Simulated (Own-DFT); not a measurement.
# Two functionals across a range of volumes: C40 NbSi2, 36 atoms (Nb12Si24)

Source: density functional calculations with Own-DFT, an unreviewed in-house program that is no longer used. Nothing was measured or relaxed, and spin and spin-orbit coupling are left out.

Limits: forces on such cells failed a check on a denser k mesh; stress not checked against mesh or cutoff.

Each geometry was run with PBE and with PBEsol, otherwise alike: PseudoDojo norm-conserving scalar-relativistic files made for PBE; cutoff 42 hartree; 4 x 4 x 5 k mesh centred on Gamma; cold (Marzari-Vanderbilt) smearing of 0.2 eV. Unstrained cell vectors in Å: (0.000, 8.324, 0.000); (-9.613, 0.000, 0.000); (0.000, 0.000, 6.586). Each has a uniform strain, of which the change of volume is shown, and random moves of rms u per axis.

| run | volume change (%) | u (Å) | P with PBE (GPa) | P with PBEsol (GPa) |
|---|---|---|---|---|
| 1 | 2.88 | 0.0509 | -1.92 | -5.45 |
| 2 | 1.60 | 0.0469 | -0.50 | -4.09 |
| 3 | 2.56 | 0.0481 | -0.94 | -4.48 |
| 4 | 1.30 | 0.0515 | 0.51 | -3.08 |
| 5 | 0.31 | 0.0502 | 2.81 | -0.82 |
| 6 | 0.80 | 0.0520 | 1.81 | -1.82 |
| 7 | 1.32 | 0.0546 | 0.56 | -3.04 |
| 8 | -1.88 | 0.0494 | 6.72 | 2.97 |
| 9 | 0.39 | 0.0517 | 1.92 | -1.72 |
| 10 | 2.32 | 0.0523 | -0.28 | -3.83 |
| 11 | 1.02 | 0.0515 | 1.99 | ? |

Q: by how much does PBEsol shrink this cell, and what belongs in the blank?

## Solution

Write v for the change of volume as a fraction. Fitted to v and u², the PBE pressure has a slope of -174 ± 12 GPa in v, with the ions held to the strained lattice. The difference PBEsol less PBE is -3.66 + 4.6 v GPa (slope ± 0.2) and averages -3.60 GPa. Divided by the mean slope of the two, 172 GPa, that makes PBEsol's volume at a given pressure, near -1 GPa, about 2.1 % smaller, or 0.70 % in lengths. At one volume PBEsol's slope is the smaller by 5 GPa, but its pressure there is lower too. If stiffness rises by about 4 GPa for each GPa, PBEsol at equal pressure is stiffer by about 10 GPa. Files made for PBEsol would give a different shift.

For run 11 the line gives -1.62 GPa. The hidden result is -1.62 GPa.
